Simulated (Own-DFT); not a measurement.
# Hybrid less PBE against volume: corundum Al2O3, 78 atoms (Al32O46), with two O vacancies

These are calculations. Each geometry was run twice at fixed positions with Own-DFT, a retired in-house plane-wave program that no person has reviewed: with PBE, and with HSE06 (exact exchange share 0.25 at short range, screening 0.11 per bohr, Gygi-Baldereschi treatment of its divergence). Both used PseudoDojo norm-conserving files made for PBE, a cutoff of 48 hartree, the Gamma point alone, fixed occupations, a neutral cell and no spin. The unstrained cell is 7.9 Å across at its thinnest, so Gamma alone is coarse and defects feel their images. The oxygen file's force components were 24 meV/Å off all-electron values in a glass.

Unstrained cell vectors in Å: (5.494, 0.000, 8.660); (-2.747, 4.758, 8.660); (-2.747, -4.758, 8.660), volume V0 = 679.1 Å³, from measured lattice constants. Each geometry has its own random strain of a few per cent, its own defect sites and random moves of rms u per axis. HSE06 gave the energy alone. D is its energy less that of PBE, over the lowest D shown. The PBE stress wasn't checked against mesh or cutoff.

```
run,V - V0 (Å³),u (Å),P with PBE (GPa),D (eV)
1,-16.9,0.0288,14.48,0.000
2,6.0,0.0311,5.26,0.934
3,12.7,0.0309,2.59,1.198
4,1.1,0.0536,9.61,0.884
5,-5.0,0.0298,9.01,0.533
6,-20.1,0.0502,17.00,0.072
7,-1.5,0.0311,8.75,0.603
8,-13.4,0.0278,12.05,0.133
9,-19.6,0.0531,17.67,0.077
10,-2.2,0.0510,10.49,0.736
11,-7.4,0.0481,12.15,0.524
12,-2.1,0.0529,9.89,0.756
13,-4.6,0.0290,9.64,?
```

## Worked fit

D = 0.61 + 0.0391 (V - V0) + 85 u² eV, with an error of 0.0007 on the volume slope, 8 on the last term and a scatter of 0.02 eV. Pressure is -dE/dV, and 1 eV/Å³ is 160.2 GPa, so HSE06 changes the pressure by -6.3 ± 0.1 GPa. With the ions held to the strained lattice, the PBE pressure falls by 265 ± 9 GPa per unit of volume strain; the shape of the strain isn't fitted, so the true error is larger, and a relaxed crystal would be softer. On that slope HSE06's volume at a given pressure is about 2.4 % smaller, or 0.8 % in lengths. At u = 0 and V0 the PBE pressure is 6.5 GPa, which puts the zero-pressure volume, against the measured cell and with the defects in, at +2.4 % for PBE and +0.1 % for HSE06, each good to a few tenths of a per cent.

## The run left out

Question: what D should run 13 give?

Estimate: 0.50 eV, with rows scattering by 0.02. The run itself gave 0.473 eV.
